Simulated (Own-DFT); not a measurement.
# What random displacements cost in 4H SiC, 32 atoms (C16Si16)

All numbers below are calculated, not measured. They come from Own-DFT, an in-house plane-wave density functional program, since retired, whose code no person has reviewed. Each row is one single-point run on a periodic cell that was not relaxed, without spin or spin-orbit coupling.

Settings of every run: PBE; PseudoDojo norm-conserving scalar-relativistic files; cutoff 42 hartree; 5 x 5 x 3 k mesh centred on Gamma; Fermi-Dirac smearing of 0.1 eV.

Known limits: forces on such cells passed a denser k mesh, each cell not checked; stress not checked against mesh or cutoff.

Cell vectors in Å: (6.165, 0.000, 0.000); (-3.083, 5.339, 0.000); (0.000, 0.000, 10.068). In each run every atom was moved at random and independently from its ideal site; u is the rms move along one axis. E is the free energy for each atom above the fitted value at u = 0, and F the rms of the force components.

| run | u (Å) | E (meV/atom) | F (eV/Å) | largest force (eV/Å) | P (GPa) |
|---|---|---|---|---|---|
| 1 | 0.0285 | 36.2 | 0.826 | 2.39 | 3.73 |
| 2 | 0.0302 | 34.9 | 0.786 | 2.49 | 3.60 |
| 3 | 0.0320 | 37.9 | 0.861 | 2.54 | 3.73 |
| 4 | 0.0592 | ? | ? | ? | ? |
| 5 | 0.0609 | 152.4 | 1.905 | 5.28 | 7.04 |
| 6 | 0.0632 | 160.0 | 1.870 | 6.01 | 6.07 |
| 7 | 0.0936 | 328.1 | 2.911 | 9.66 | 11.61 |
| 8 | 0.1074 | 487.1 | 3.843 | 12.08 | 15.02 |

## Worked fit

For small independent moves the energy grows as E = (3/2) K u², with K the mean stiffness felt by one atom. The runs with u up to 0.11 Å give K = 26.7 ± 1.0 eV/Å², with residuals divided by u² + 0.0006 Å², since the noise grows with the moves. The scatter is 6.6 meV/atom at u = 0.05 Å. The forces follow F = G u with G = 30.1 eV/Å²; no force at u = 0 is resolved. G exceeds K because the moves of its neighbours add to the force on an atom, and stiffness differs between atoms. The pressure follows P = 2.65 + 1050 u² GPa: at fixed volume, shortened bonds push harder than stretched ones pull.

## Withheld run

Question: what energy and rms force should run 4 give?

The fit gives 140 ± 10 meV/atom and about 1.78 eV/Å. The calculation gave 168.9 meV/atom and 2.100 eV/Å.
